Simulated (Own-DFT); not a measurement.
## Calculated data, AlGa$_{3}$N$_{4}$ (wurtzite random alloy, atoms displaced)

A calculation, not a measurement: plane-wave PBE density functional theory by an unreviewed code, no spin, of a simulated periodic cell, stress positive in tension, free energy of the whole cell less one offset for each atom, forces on such cells passed a denser k mesh, this cell's mesh not checked; offsets are fitted by least squares, one for each functional and potential file, so energies compare only between cells with the same atoms and settings and are not formation energies; the far tail of each file's local potential was reset to the Coulomb form; each entry is a single point on an unrelaxed cell, so the pressure reflects the starting lattice, mostly measured values, from which strain is counted, and rises with the displacements; printed positions are rounded, which can move forces by about a meV/angstrom; the program is a retired in-house code; no spin-orbit coupling. Program: Own-DFT development build.

Common to all runs: functional PBE; potential files PseudoDojo norm-conserving, scalar-relativistic, standard set with the stringent files for Ga; wave cutoff 96 hartree; occupations Gaussian; smearing width 0.01 eV; k mesh 4 x 4 x 3 centred on Gamma.

```json
{"entry": 1, "formula": "AlGa3N4", "kind": "wurtzite random alloy, atoms displaced", "structure": {"cell_angstrom": [[9.5092, 0.0, 0.0], [-4.7546, 8.2353, 0.0], [0.0, 0.0, 10.2685]], "atoms_fractional": [["Ga", 0.10499, 0.22139, 0.99925], ["Ga", 0.21728, 0.10327, 0.24872], ["N", 0.11481, 0.22621, 0.19194], ["N", 0.22328, 0.11242, 0.44094], ["Ga", 0.10711, 0.22487, 0.50149], ["Ga", 0.22542, 0.11225, 0.74903], ["N", 0.1087, 0.22548, 0.68613], ["N", 0.22253, 0.10986, 0.94341], ["Al", 0.11421, 0.55988, 0.00024], ["Al", 0.22338, 0.44227, 0.24281], ["N", 0.10503, 0.55388, 0.19053], ["N", 0.22099, 0.44551, 0.43621], ["Ga", 0.11166, 0.55516, 0.49848], ["Ga", 0.22033, 0.44371, 0.75205], ["N", 0.10866, 0.55945, 0.69045], ["N", 0.22832, 0.44262, 0.93164], ["Al", 0.11449, 0.89557, 0.00466], ["Ga", 0.22406, 0.78066, 0.25124], ["N", 0.10318, 0.87993, 0.18797], ["N", 0.2287, 0.78438, 0.43873], ["Al", 0.11686, 0.89121, 0.49708], ["Ga", 0.2208, 0.77453, 0.7527], ["N", 0.11426, 0.89146, 0.68651], ["N", 0.22616, 0.78206, 0.9421], ["Al", 0.4387, 0.22129, 0.00288], ["Ga", 0.54924, 0.10653, 0.24511], ["N", 0.4434, 0.21923, 0.19726], ["N", 0.55084, 0.10695, 0.43811], ["Ga", 0.43857, 0.21625, 0.50529], ["Ga", 0.55571, 0.11266, 0.7448], ["N", 0.44833, 0.22396, 0.68676], ["N", 0.55815, 0.11235, 0.94126], ["Ga", 0.44831, 0.55975, 0.99969], ["Ga", 0.55813, 0.45028, 0.2494], ["N", 0.44393, 0.55402, 0.18587], ["N", 0.55123, 0.44324, 0.43931], ["Al", 0.44168, 0.55124, 0.49919], ["Ga", 0.55673, 0.4475, 0.74584], ["N", 0.44305, 0.55756, 0.69081], ["N", 0.55609, 0.44318, 0.94057], ["Al", 0.44303, 0.88395, 0.00171], ["Ga", 0.5522, 0.77763, 0.24614], ["N", 0.44926, 0.8916, 0.18968], ["N", 0.55033, 0.7762, 0.43764], ["Al", 0.44862, 0.8901, 0.5019], ["Ga", 0.55578, 0.77507, 0.75322], ["N", 0.44316, 0.88882, 0.69229], ["N", 0.56034, 0.77607, 0.93779], ["Ga", 0.78244, 0.22894, 0.00366], ["Ga", 0.892, 0.10857, 0.24952], ["N", 0.77531, 0.22028, 0.19114], ["N", 0.88705, 0.11203, 0.43843], ["Ga", 0.77523, 0.22019, 0.49808], ["Ga", 0.88701, 0.11107, 0.74878], ["N", 0.77697, 0.21833, 0.68951], ["N", 0.886, 0.10565, 0.93441], ["Al", 0.78165, 0.55618, 0.00131], ["Ga", 0.88864, 0.44642, 0.25747], ["N", 0.77405, 0.55759, 0.19505], ["N", 0.88518, 0.43969, 0.4379], ["Ga", 0.77585, 0.55408, 0.49959], ["Ga", 0.89167, 0.44697, 0.74851], ["N", 0.777, 0.55936, 0.69116], ["N", 0.88978, 0.44865, 0.94182], ["Ga", 0.77934, 0.88826, 0.00238], ["Ga", 0.88996, 0.77741, 0.24999], ["N", 0.77304, 0.8903, 0.18919], ["N", 0.88563, 0.77467, 0.4367], ["Ga", 0.77706, 0.88923, 0.49412], ["Ga", 0.8914, 0.78419, 0.75183], ["N", 0.776, 0.88835, 0.68663], ["N", 0.89001, 0.78036, 0.93494]]}, "results": {"free_energy_of_cell_above_offsets [eV]": "-12.661", "pressure [GPa]": 5.63, "stress_xx [GPa]": -5.1, "stress_yy [GPa]": -5.61, "stress_zz [GPa]": -6.19, "stress_yz [GPa]": 0.11, "stress_xz [GPa]": 0.11, "stress_xy [GPa]": -0.51, "force_element": ["Ga", "Ga", "N", "N", "Ga", "Ga", "N", "N", "Al", "Al", "N", "N", "Ga", "Ga", "N", "N", "Al", "Ga", "N", "N", "Al", "Ga", "N", "N", "Al", "Ga", "N", "N", "Ga", "Ga", "N", "N", "Ga", "Ga", "N", "N", "Al", "Ga", "N", "N", "Al", "Ga", "N", "N", "Al", "Ga", "N", "N", "Ga", "Ga", "N", "N", "Ga", "Ga", "N", "N", "Al", "Ga", "N", "N", "Ga", "Ga", "N", "N", "Ga", "Ga", "N", "N", "Ga", "Ga", "N", "N"], "force_x [eV/angstrom]": [0.629, 0.216, -0.044, -0.936, 0.61, -0.493, 0.642, 0.114, -0.089, -0.564, 1.704, 0.873, -0.202, 0.014, 0.771, -1.763, -0.115, 0.4, 0.66, -0.279, -0.813, -0.157, -0.023, -0.334, 1.267, 0.93, -0.928, 0.249, 0.582, 0.346, -0.655, -1.058, 0.453, -0.375, -1.125, -0.323, -0.259, -0.121, -0.035, 0.766, 0.527, 0.37, -1.048, -0.078, -0.288, -0.149, 0.273, -1.443, -0.33, -0.959, 0.42, 0.334, -0.42, 0.267, -0.295, -0.19, -0.905, -0.357, 1.043, 0.154, -0.283, -0.948, 0.681, 0.833, -0.061, -1.224, 1.043, 1.316, -0.206, 0.104, 0.049, 1.24], "force_y [eV/angstrom]": [0.054, 0.878, -0.23, -1.149, -0.209, 0.074, -0.376, -0.001, -0.407, 0.744, 0.03, 0.269, 0.45, 0.28, -0.599, 0.653, -1.096, -0.623, 1.074, -0.016, -0.226, 1.078, -0.17, -0.436, 0.341, 0.945, 0.526, -0.427, 0.715, -0.368, 0.18, -0.576, -0.874, -1.248, -0.049, 0.159, 0.638, -0.148, -0.52, -0.312, 1.203, -0.371, -1.096, -0.583, -0.147, 0.665, -0.295, 0.808, -0.899, 0.703, 0.4, -0.182, -0.329, -0.495, 1.067, 0.847, 0.162, -0.69, -0.146, 0.729, -0.01, -0.55, -0.08, 0.824, 0.011, -0.163, -0.354, 0.938, -0.421, -0.19, 0.144, -0.525], "force_z [eV/angstrom]": [-0.056, 0.676, -0.619, -0.188, -0.667, 0.248, 0.736, -0.022, -0.007, 1.113, -0.954, -0.718, 0.056, -1.263, -0.531, 2.334, -1.095, -0.082, -0.755, 0.634, 0.44, -0.085, -0.62, 0.92, 0.027, 1.102, -2.04, 0.428, -1.642, 1.523, 0.905, 0.337, -0.496, 0.625, 0.477, 0.499, 0.119, 1.018, -1.479, 0.413, -0.616, 1.003, -1.575, 0.432, 0.07, -0.73, -1.18, 0.953, -0.387, 0.177, 0.176, -0.23, 0.205, -0.208, -0.458, 0.896, -0.038, -1.488, -1.934, 1.279, 0.269, 0.43, -0.47, 0.032, -0.403, 0.294, 0.027, 0.563, 0.706, -0.909, -0.214, 2.014]}}
{"entry": 2, "formula": "AlGa3N4", "kind": "wurtzite random alloy, atoms displaced", "structure": {"cell_angstrom": [[9.5092, 0.0, 0.0], [-4.7546, 8.2353, 0.0], [0.0, 0.0, 10.2685]], "atoms_fractional": [["Al", 0.11336, 0.22513, 0.005], ["Ga", 0.22497, 0.10899, 0.24711], ["N", 0.11488, 0.22652, 0.1873], ["N", 0.22354, 0.10942, 0.4377], ["Ga", 0.11476, 0.22557, 0.49516], ["Ga", 0.22757, 0.11334, 0.75211], ["N", 0.1139, 0.22326, 0.68896], ["N", 0.2255, 0.119, 0.93948], ["Ga", 0.11437, 0.55847, 0.00284], ["Ga", 0.21374, 0.4355, 0.25269], ["N", 0.10758, 0.55691, 0.19035], ["N", 0.22791, 0.4419, 0.43731], ["Ga", 0.11538, 0.5602, 0.49831], ["Ga", 0.21896, 0.44519, 0.74853], ["N", 0.11345, 0.55339, 0.68533], ["N", 0.2199, 0.44357, 0.94188], ["Ga", 0.11098, 0.88767, 0.99903], ["Ga", 0.22054, 0.77531, 0.24618], ["N", 0.10646, 0.88436, 0.19026], ["N", 0.22468, 0.78174, 0.43778], ["Al", 0.11303, 0.89323, 0.5035], ["Ga", 0.2129, 0.77484, 0.75063], ["N", 0.11132, 0.88744, 0.68985], ["N", 0.2274, 0.78391, 0.93587], ["Ga", 0.44026, 0.22331, 0.99858], ["Al", 0.55591, 0.1105, 0.25026], ["N", 0.448, 0.22302, 0.19441], ["N", 0.5535, 0.10774, 0.44162], ["Ga", 0.44041, 0.22039, 0.49839], ["Al", 0.55265, 0.11034, 0.74769], ["N", 0.44292, 0.2236, 0.68799], ["N", 0.55162, 0.1076, 0.93964], ["Ga", 0.4426, 0.55614, 0.99781], ["Al", 0.56024, 0.44485, 0.25446], ["N", 0.44002, 0.55612, 0.19372], ["N", 0.55959, 0.44837, 0.43605], ["Ga", 0.44059, 0.55167, 0.50079], ["Al", 0.55919, 0.45044, 0.75026], ["N", 0.44094, 0.54792, 0.68844], ["N", 0.55978, 0.44633, 0.93718], ["Ga", 0.44648, 0.89211, 0.99774], ["Ga", 0.56171, 0.78667, 0.25136], ["N", 0.44922, 0.89278, 0.18751], ["N", 0.55735, 0.78145, 0.44136], ["Al", 0.44887, 0.89532, 0.49465], ["Ga", 0.55647, 0.77969, 0.75096], ["N", 0.43769, 0.8882, 0.693], ["N", 0.55055, 0.77494, 0.94153], ["Ga", 0.77994, 0.22246, 0.00584], ["Ga", 0.89105, 0.1134, 0.24914], ["N", 0.77447, 0.22088, 0.19005], ["N", 0.88364, 0.10693, 0.43679], ["Ga", 0.78822, 0.22898, 0.4969], ["Ga", 0.88131, 0.10705, 0.74953], ["N", 0.78229, 0.22603, 0.68539], ["N", 0.89039, 0.11304, 0.94567], ["Ga", 0.77854, 0.55919, 0.99666], ["Ga", 0.89146, 0.44364, 0.24618], ["N", 0.78331, 0.56225, 0.18983], ["N", 0.8873, 0.44946, 0.44041], ["Ga", 0.76968, 0.54782, 0.49919], ["Ga", 0.88824, 0.44359, 0.74706], ["N", 0.77856, 0.56135, 0.69028], ["N", 0.8834, 0.44257, 0.94007], ["Al", 0.78301, 0.88858, 0.99405], ["Al", 0.88576, 0.77683, 0.24996], ["N", 0.78165, 0.89016, 0.18994], ["N", 0.88375, 0.77783, 0.44067], ["Ga", 0.77892, 0.88995, 0.49916], ["Ga", 0.89254, 0.77825, 0.75132], ["N", 0.78089, 0.88475, 0.69312], ["N", 0.88593, 0.77014, 0.93944]]}, "results": {"free_energy_of_cell_above_offsets [eV]": "-12.656", "pressure [GPa]": 5.69, "stress_xx [GPa]": -5.42, "stress_yy [GPa]": -6.37, "stress_zz [GPa]": -5.29, "stress_yz [GPa]": 0.05, "stress_xz [GPa]": -0.14, "stress_xy [GPa]": 0.26, "force_element": ["Al", "Ga", "N", "N", "Ga", "Ga", "N", "N", "Ga", "Ga", "N", "N", "Ga", "Ga", "N", "N", "Ga", "Ga", "N", "N", "Al", "Ga", "N", "N", "Ga", "Al", "N", "N", "Ga", "Al", "N", "N", "Ga", "Al", "N", "N", "Ga", "Al", "N", "N", "Ga", "Ga", "N", "N", "Al", "Ga", "N", "N", "Ga", "Ga", "N", "N", "Ga", "Ga", "N", "N", "Ga", "Ga", "N", "N", "Ga", "Ga", "N", "N", "Al", "Al", "N", "N", "Ga", "Ga", "N", "N"], "force_x [eV/angstrom]": [-0.28, -0.251, -0.056, -0.664, -0.26, -0.862, -0.571, -1.305, -0.587, 0.776, 1.025, -1.611, -0.073, 0.719, -0.996, -0.072, -0.077, 0.387, -0.493, -0.072, -0.304, 1.389, -0.455, -0.639, 1.378, -0.219, 0.515, 0.408, 0.725, 0.181, 1.418, 0.302, 0.35, -0.705, 1.229, -0.949, 0.887, -0.037, 0.53, -0.828, 0.161, -0.057, -0.708, -0.9, -0.217, -0.565, 0.795, 1.641, -0.847, 0.008, -0.209, 0.92, -1.11, 1.143, -1.283, 0.979, 0.16, -1.301, -0.931, 1.247, 0.482, -0.072, -0.259, 1.01, -0.945, 0.235, 0.585, 1.773, -0.179, -0.068, -0.913, -0.43], "force_y [eV/angstrom]": [-0.011, -0.078, -1.364, -0.71, -1.119, -0.015, -0.618, -0.804, -0.102, 2.061, -0.494, 0.335, -0.111, -0.562, 0.407, -0.682, 0.388, 0.801, 0.21, 0.707, -0.898, -0.123, 0.758, -0.916, 0.406, -0.029, 0.521, 0.652, 0.458, 0.154, 0.81, 1.292, -0.354, 0.558, -0.354, -1.122, 1.143, -0.766, 0.741, -0.16, -0.329, -1.261, 0.511, -0.078, -1.198, -0.563, 0.811, 1.01, -0.108, -0.552, -0.201, 1.044, -0.6, 0.72, -1.11, -0.732, -1.364, 0.292, -0.641, -0.344, 1.786, 0.367, -1.318, 0.299, -0.134, 0.232, -0.141, 0.227, -0.475, -0.031, 0.53, 2.338], "force_z [eV/angstrom]": [-1.053, 0.306, -0.399, 0.102, 1.064, -0.34, -0.25, 0.563, -0.659, -0.547, -0.143, 0.145, -0.252, 0.65, 0.295, -0.24, 0.279, 0.707, -0.258, 0.501, -0.758, -0.317, -0.891, 0.767, 0.665, 0.312, -0.296, -1.13, 0.164, 0.159, 0.542, -1.19, 1.131, -1.247, -0.182, -0.182, -0.11, -0.075, 0.494, -0.696, 0.388, -0.132, 0.392, 0.32, 1.204, -0.267, -1.34, -0.283, -1.064, -0.254, 0.839, 0.035, 0.174, 0.414, 0.514, -0.374, 1.205, 0.692, 0.257, -0.707, 0.612, 0.565, -0.068, -0.262, 1.016, 0.594, -1.276, -0.672, 0.58, -0.147, -0.403, -0.18]}}
{"entry": 3, "formula": "AlGa3N4", "kind": "wurtzite random alloy, atoms displaced", "structure": {"cell_angstrom": [[9.5092, 0.0, 0.0], [-4.7546, 8.2353, 0.0], [0.0, 0.0, 10.2685]], "atoms_fractional": [["Ga", 0.11615, 0.22448, 0.99879], ["Ga", 0.22287, 0.11281, 0.25357], ["N", 0.11181, 0.22819, 0.18875], ["N", 0.21489, 0.10562, 0.43555], ["Ga", 0.1035, 0.21325, 0.50029], ["Ga", 0.22178, 0.11356, 0.75399], ["N", 0.11285, 0.21904, 0.6908], ["N", 0.22118, 0.11157, 0.94242], ["Ga", 0.11029, 0.55288, 0.99979], ["Ga", 0.22405, 0.45224, 0.25296], ["N", 0.10732, 0.55113, 0.18438], ["N", 0.21627, 0.44463, 0.44046], ["Ga", 0.11246, 0.5556, 0.49542], ["Ga", 0.22966, 0.44663, 0.74837], ["N", 0.11013, 0.55824, 0.69366], ["N", 0.22106, 0.44641, 0.94386], ["Ga", 0.10271, 0.88045, 0.00127], ["Ga", 0.22621, 0.77945, 0.25187], ["N", 0.11582, 0.88746, 0.19426], ["N", 0.21913, 0.78165, 0.44272], ["Al", 0.10533, 0.88646, 0.4952], ["Al", 0.22093, 0.77346, 0.74347], ["N", 0.11693, 0.8919, 0.69159], ["N", 0.21779, 0.77304, 0.93945], ["Ga", 0.44019, 0.22224, 0.99509], ["Al", 0.55881, 0.10818, 0.24781], ["N", 0.43786, 0.22128, 0.19253], ["N", 0.5623, 0.11584, 0.43973], ["Al", 0.44335, 0.21823, 0.5007], ["Ga", 0.55823, 0.11386, 0.7516], ["N", 0.44773, 0.22547, 0.68734], ["N", 0.54902, 0.10062, 0.94232], ["Ga", 0.44392, 0.55908, 0.9964], ["Ga", 0.55402, 0.44113, 0.25181], ["N", 0.44379, 0.55215, 0.1856], ["N", 0.56432, 0.44949, 0.44236], ["Ga", 0.44036, 0.55035, 0.50797], ["Al", 0.55718, 0.44216, 0.75378], ["N", 0.44646, 0.55768, 0.68621], ["N", 0.55333, 0.43894, 0.93857], ["Ga", 0.44142, 0.88117, 0.99865], ["Al", 0.55586, 0.77618, 0.24997], ["N", 0.44517, 0.89637, 0.19058], ["N", 0.55237, 0.77851, 0.43533], ["Al", 0.44598, 0.88554, 0.50296], ["Al", 0.55618, 0.77711, 0.75144], ["N", 0.44402, 0.89178, 0.68426], ["N", 0.54867, 0.76995, 0.94088], ["Ga", 0.77905, 0.22196, 0.9962], ["Ga", 0.88299, 0.11129, 0.24666], ["N", 0.78522, 0.22599, 0.18833], ["N", 0.88642, 0.10932, 0.43409], ["Ga", 0.77196, 0.21602, 0.4938], ["Ga", 0.8858, 0.10383, 0.746], ["N", 0.77848, 0.21976, 0.68784], ["N", 0.88892, 0.10903, 0.93259], ["Ga", 0.7737, 0.5554, 0.99912], ["Ga", 0.88812, 0.44551, 0.24696], ["N", 0.77761, 0.55107, 0.18869], ["N", 0.89225, 0.44468, 0.4362], ["Al", 0.77443, 0.55278, 0.50494], ["Ga", 0.88365, 0.44241, 0.74825], ["N", 0.77977, 0.55725, 0.68721], ["N", 0.88562, 0.44006, 0.9372], ["Ga", 0.77783, 0.88636, 0.00488], ["Ga", 0.88864, 0.77873, 0.24747], ["N", 0.77774, 0.8875, 0.19131], ["N", 0.88893, 0.77705, 0.43785], ["Ga", 0.7771, 0.8911, 0.50146], ["Ga", 0.88065, 0.77375, 0.7459], ["N", 0.78239, 0.88649, 0.69025], ["N", 0.88212, 0.77536, 0.94218]]}, "results": {"free_energy_of_cell_above_offsets [eV]": "-12.075", "pressure [GPa]": 5.93, "stress_xx [GPa]": -5.86, "stress_yy [GPa]": -6.03, "stress_zz [GPa]": -5.91, "stress_yz [GPa]": -0.13, "stress_xz [GPa]": -0.27, "stress_xy [GPa]": 0.65, "force_element": ["Ga", "Ga", "N", "N", "Ga", "Ga", "N", "N", "Ga", "Ga", "N", "N", "Ga", "Ga", "N", "N", "Ga", "Ga", "N", "N", "Al", "Al", "N", "N", "Ga", "Al", "N", "N", "Al", "Ga", "N", "N", "Ga", "Ga", "N", "N", "Ga", "Al", "N", "N", "Ga", "Al", "N", "N", "Al", "Al", "N", "N", "Ga", "Ga", "N", "N", "Ga", "Ga", "N", "N", "Ga", "Ga", "N", "N", "Al", "Ga", "N", "N", "Ga", "Ga", "N", "N", "Ga", "Ga", "N", "N"], "force_x [eV/angstrom]": [-1.008, -0.867, 0.056, 1.322, 0.199, 0.813, -0.69, -0.013, -0.722, 0.273, 0.172, 1.519, -1.025, -1.631, 0.585, 0.764, 0.831, -0.248, -1.076, 1.065, 0.293, -0.347, -0.385, 0.083, 0.79, -0.772, 2.133, -2.337, -0.15, -0.159, -0.243, 0.089, 0.283, -0.002, 0.009, -0.797, 0.207, -0.123, 1.33, -0.431, -1.006, -0.37, 1.739, -0.164, -0.782, -0.412, 0.831, 0.914, -0.094, 1.701, -2.149, -0.031, 1.251, 0.118, -0.069, 0.079, 0.743, 0.473, -0.864, -1.374, 1.135, 1.106, -1.315, -0.402, -0.703, 0.688, -1.145, -0.065, 0.176, 2.368, -2.493, 0.328], "force_y [eV/angstrom]": [-0.139, -0.11, -0.681, 0.271, 0.904, -0.783, 0.658, -0.867, 0.141, -0.954, 1.14, -0.647, 0.392, -0.43, -0.33, -0.359, 0.735, -0.647, 0.149, 0.466, 0.233, 0.958, -0.836, 0.329, -0.87, 1.328, -0.348, -1.852, 0.375, -0.48, 0.612, 1.14, -1.794, 0.296, 1.528, -1.408, 0.369, 0.151, 0.451, 0.892, 0.254, -0.159, -0.992, -0.176, 0.619, 0.44, -1.268, 1.546, -0.556, 0.166, -0.858, -0.212, 1.601, 1.245, 0.002, -0.287, -0.665, -0.009, 0.691, 0.168, 0.576, -0.046, -1.013, 0.611, 0.717, -0.554, -0.31, -0.64, -0.75, 0.511, -0.49, -0.143], "force_z [eV/angstrom]": [0.645, -1.114, 0.218, 1.838, -0.103, -0.285, -0.499, -0.416, -0.38, -0.569, 0.94, 0.192, 1.227, 0.642, -0.775, -1.47, 0.203, 0.062, -0.856, 0.121, 0.992, 0.949, -1.009, -1.27, 1.545, 0.213, -0.477, -1.018, -0.439, -0.052, -0.095, -0.469, 1.014, 0.047, 0.771, 0.427, -2.427, -0.864, 2.358, -1.177, 0.534, -0.189, 0.112, 0.244, -0.971, -0.312, 0.847, -1.722, 0.295, 0.072, -0.395, 0.632, 0.974, 0.516, -0.385, 0.965, 0.398, 0.601, -0.337, 0.722, -1.277, 0.166, 0.007, 0.009, -0.613, 0.623, 0.0, 0.881, -0.816, 1.024, -0.371, -0.872]}}
{"entry": 4, "formula": "AlGa3N4", "kind": "wurtzite random alloy, atoms displaced", "structure": {"cell_angstrom": [[9.5092, 0.0, 0.0], [-4.7546, 8.2353, 0.0], [0.0, 0.0, 10.2685]], "atoms_fractional": [["Al", 0.11184, 0.22805, 1e-05], ["Ga", 0.22316, 0.10835, 0.249], ["N", 0.11319, 0.22172, 0.1925], ["N", 0.21714, 0.11089, 0.44214], ["Ga", 0.10903, 0.21969, 0.49818], ["Al", 0.22035, 0.10729, 0.74881], ["N", 0.11234, 0.22735, 0.69264], ["N", 0.21433, 0.10179, 0.93913], ["Ga", 0.10385, 0.5468, 0.99539], ["Al", 0.22771, 0.44638, 0.25095], ["N", 0.10961, 0.55286, 0.18477], ["N", 0.22291, 0.44391, 0.43892], ["Ga", 0.10387, 0.55552, 0.49912], ["Al", 0.22273, 0.45046, 0.74874], ["N", 0.1065, 0.55341, 0.69237], ["N", 0.22358, 0.45072, 0.93649], ["Ga", 0.10941, 0.8851, 0.99629], ["Ga", 0.2271, 0.78029, 0.25208], ["N", 0.10646, 0.88423, 0.18748], ["N", 0.22258, 0.77488, 0.43669], ["Ga", 0.11239, 0.88904, 0.50017], ["Ga", 0.22593, 0.77868, 0.74943], ["N", 0.10716, 0.89102, 0.68806], ["N", 0.22319, 0.77688, 0.93705], ["Al", 0.44563, 0.22546, 0.99645], ["Ga", 0.55976, 0.11606, 0.25236], ["N", 0.4441, 0.2176, 0.18752], ["N", 0.55068, 0.10629, 0.43112], ["Ga", 0.44335, 0.22384, 0.50012], ["Ga", 0.55992, 0.11094, 0.74773], ["N", 0.44496, 0.22502, 0.6863], ["N", 0.5536, 0.11454, 0.93808], ["Al", 0.44622, 0.55642, 0.99818], ["Ga", 0.55885, 0.44507, 0.25278], ["N", 0.44454, 0.55993, 0.19243], ["N", 0.55038, 0.4413, 0.43937], ["Al", 0.4421, 0.55524, 0.49987], ["Ga", 0.55226, 0.43936, 0.75061], ["N", 0.44543, 0.55715, 0.6948], ["N", 0.55871, 0.44854, 0.93612], ["Ga", 0.44894, 0.89343, 0.00077], ["Ga", 0.55696, 0.77745, 0.25201], ["N", 0.45162, 0.88804, 0.18895], ["N", 0.55913, 0.78174, 0.43637], ["Ga", 0.4469, 0.89216, 0.49795], ["Ga", 0.55802, 0.78162, 0.75162], ["N", 0.44368, 0.89163, 0.68642], ["N", 0.55439, 0.7752, 0.94139], ["Ga", 0.78249, 0.22617, 0.00152], ["Ga", 0.88825, 0.11407, 0.24874], ["N", 0.77968, 0.22293, 0.18517], ["N", 0.8896, 0.10801, 0.43968], ["Ga", 0.78167, 0.23046, 0.50445], ["Ga", 0.89226, 0.11488, 0.75546], ["N", 0.77975, 0.21891, 0.68721], ["N", 0.88773, 0.11374, 0.9383], ["Ga", 0.77683, 0.55456, 0.00169], ["Ga", 0.88912, 0.44088, 0.24637], ["N", 0.77565, 0.55195, 0.19048], ["N", 0.89328, 0.44262, 0.43852], ["Ga", 0.78563, 0.56365, 0.49925], ["Ga", 0.89061, 0.44988, 0.74905], ["N", 0.77637, 0.55449, 0.68715], ["N", 0.88935, 0.45275, 0.93878], ["Ga", 0.78296, 0.88705, 0.99531], ["Al", 0.89383, 0.78687, 0.2528], ["N", 0.78157, 0.88753, 0.1885], ["N", 0.88477, 0.77022, 0.43423], ["Al", 0.77435, 0.89024, 0.49344], ["Ga", 0.88185, 0.77272, 0.74621], ["N", 0.78153, 0.89035, 0.69146], ["N", 0.88713, 0.77729, 0.93404]]}, "results": {"free_energy_of_cell_above_offsets [eV]": "-12.521", "pressure [GPa]": 5.79, "stress_xx [GPa]": -5.33, "stress_yy [GPa]": -5.47, "stress_zz [GPa]": -6.58, "stress_yz [GPa]": 0.51, "stress_xz [GPa]": 0.23, "stress_xy [GPa]": 0.04, "force_element": ["Al", "Ga", "N", "N", "Ga", "Al", "N", "N", "Ga", "Al", "N", "N", "Ga", "Al", "N", "N", "Ga", "Ga", "N", "N", "Ga", "Ga", "N", "N", "Al", "Ga", "N", "N", "Ga", "Ga", "N", "N", "Al", "Ga", "N", "N", "Al", "Ga", "N", "N", "Ga", "Ga", "N", "N", "Ga", "Ga", "N", "N", "Ga", "Ga", "N", "N", "Ga", "Ga", "N", "N", "Ga", "Ga", "N", "N", "Ga", "Ga", "N", "N", "Ga", "Al", "N", "N", "Al", "Ga", "N", "N"], "force_x [eV/angstrom]": [0.527, -0.163, -0.193, 1.035, -0.333, -0.431, 1.065, 0.197, 0.515, -0.764, 1.048, 0.22, 1.904, 0.436, 1.184, 1.348, 0.099, -0.187, 0.086, -0.234, -0.269, -0.933, 0.732, 0.186, -0.415, 0.045, -0.278, 0.329, 0.08, -0.73, -0.379, 0.143, -0.359, -0.713, 0.109, 0.016, 0.188, -0.023, -0.888, -1.059, -0.291, 0.474, -0.974, 0.266, -0.019, 0.117, 0.534, 0.221, -0.964, 0.643, -0.196, -0.924, 0.086, 0.396, -0.454, 1.04, -0.39, 0.008, 0.281, -1.5, -0.698, -0.439, -0.121, -0.003, -1.02, 0.127, 0.163, -0.642, 0.85, 0.609, -0.899, 0.578], "force_y [eV/angstrom]": [-0.629, -0.057, 1.195, -0.384, 0.661, 0.646, 0.208, 2.6, 1.822, -0.208, -0.121, 0.692, 0.102, -0.625, 0.388, -1.31, -0.423, -0.51, 0.006, 0.431, -0.165, 0.115, 0.041, -0.125, -0.541, -0.791, 0.784, 1.291, -0.483, 0.364, -1.409, 0.54, 0.147, -0.299, -1.273, 1.198, 0.174, 0.836, -0.237, -0.998, -0.518, 0.323, 0.643, -1.081, -0.561, -0.166, -0.222, -0.056, -0.144, -0.542, -0.168, -0.223, -1.639, -0.437, 0.854, 0.392, 0.72, 0.836, 1.431, 0.181, -2.043, -0.902, -0.368, -1.407, 0.311, -1.433, 0.138, 2.342, -0.164, 0.532, 0.316, -0.596], "force_z [eV/angstrom]": [-0.016, 0.081, -1.236, -0.713, 0.853, 0.203, 0.085, -0.573, 0.795, -0.124, 0.786, -0.3, 0.459, 0.034, -0.664, -0.134, 0.437, -1.272, 0.42, 0.718, -0.087, 0.12, 0.196, 0.236, 0.353, -1.531, -1.044, 2.038, -0.359, 0.39, 0.739, 0.067, 0.45, -0.421, -1.327, 0.582, 0.318, -0.399, -1.53, 1.16, 0.022, -0.715, 0.098, 1.401, 0.024, -0.037, -0.07, -0.04, -0.859, 0.207, 0.591, -0.082, -0.965, -1.098, 0.691, 1.131, 0.279, 0.331, 0.212, -0.563, -0.018, 0.35, -0.187, -0.54, 0.794, -0.875, 0.096, 0.009, 1.116, 0.327, -1.688, 0.275]}}
```
